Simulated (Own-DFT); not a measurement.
# One host, several defects: 2H SiC

Calculated, not measured: single-point runs of Own-DFT, a retired in-house plane-wave DFT program that no person has reviewed, on unrelaxed cells, without spin or spin-orbit coupling.

Method: PBE; PseudoDojo norm-conserving scalar-relativistic files; cutoff 42 hartree; 4 x 4 x 3 k mesh centred on Gamma; Fermi-Dirac smearing of 0.1 eV.

Keep in mind (not all hold for every row): a neutral cation vacancy leaves holes that likely carry spin, which these runs leave out; not probed for a lower state with spin; forces on such cells moved up to 12 meV/angstrom on a denser k mesh; forces on such cells passed a denser k mesh, each cell not checked; stress not checked against mesh or cutoff.

All runs share one cell, with vectors in Å (9.248, 0.000, 0.000); (-4.624, 8.009, 0.000); (0.000, 0.000, 10.068) and a volume of 745.7 Å³. Atoms were moved at random from their sites; u is the rms move along one axis. The defect's site can differ from row to row.

| cell | formula | u (Å) | P (GPa) |
|---|---|---|---|
| no defect | C36Si36 | 0.0281 | 3.60 |
| no defect | C36Si36 | 0.0284 | 3.86 |
| no defect | C36Si36 | 0.0613 | 6.00 |
| one C vacancy | C35Si36 | 0.0271 | 3.61 |
| one C vacancy | C35Si36 | 0.0279 | 3.52 |
| one C vacancy | C35Si36 | 0.0298 | 3.97 |
| one Al on a Si site and one N on a C site | AlC35NSi35 | 0.0275 | 3.96 |
| one Al on a Si site and one N on a C site | AlC35NSi35 | 0.0492 | 5.38 |
| one Al on a Si site and one N on a C site | AlC35NSi35 | 0.0497 | 5.39 |
| one Si on a C site | C35Si37 | 0.0307 | 10.57 |
| one Si on a C site | C35Si37 | 0.0504 | 11.52 |
| one Si on a C site | C35Si37 | 0.0539 | 12.04 |
| one Si vacancy | C36Si35 | 0.0455 | ? |
| one Si vacancy | C36Si35 | 0.0466 | 4.34 |
| one Si vacancy | C36Si35 | 0.0506 | 4.64 |
| one Si vacancy | C36Si35 | 0.0537 | 5.05 |

## Working it out

P = P0 + c u² + a shift for each defect gives P0 = 3.10 GPa, c = 777 ± 43 GPa/Å² and a scatter of 0.14 GPa. The shifts, and each times the cell's volume:

- one Si on a C site: 6.62 ± 0.11 GPa, 30.8 eV
- one Al on a Si site and one N on a C site: 0.35 ± 0.11 GPa, 1.6 eV
- one C vacancy: -0.02 ± 0.12 GPa, -0.1 eV (not resolved)
- one Si vacancy: -0.40 ± 0.12 GPa, -1.9 eV

Against the defect-free cell, a freed cell would be larger where the shift is positive and smaller where it is negative (160.2 GPa Å³ is 1 eV). The atoms around the defects weren't relaxed, which would change these numbers.

## Prediction

Question: what pressure belongs in the blank (one Si vacancy, u = 0.0455 Å)?

From the fit: 4.31 ± 0.16 GPa. DFT gave 4.12 GPa.
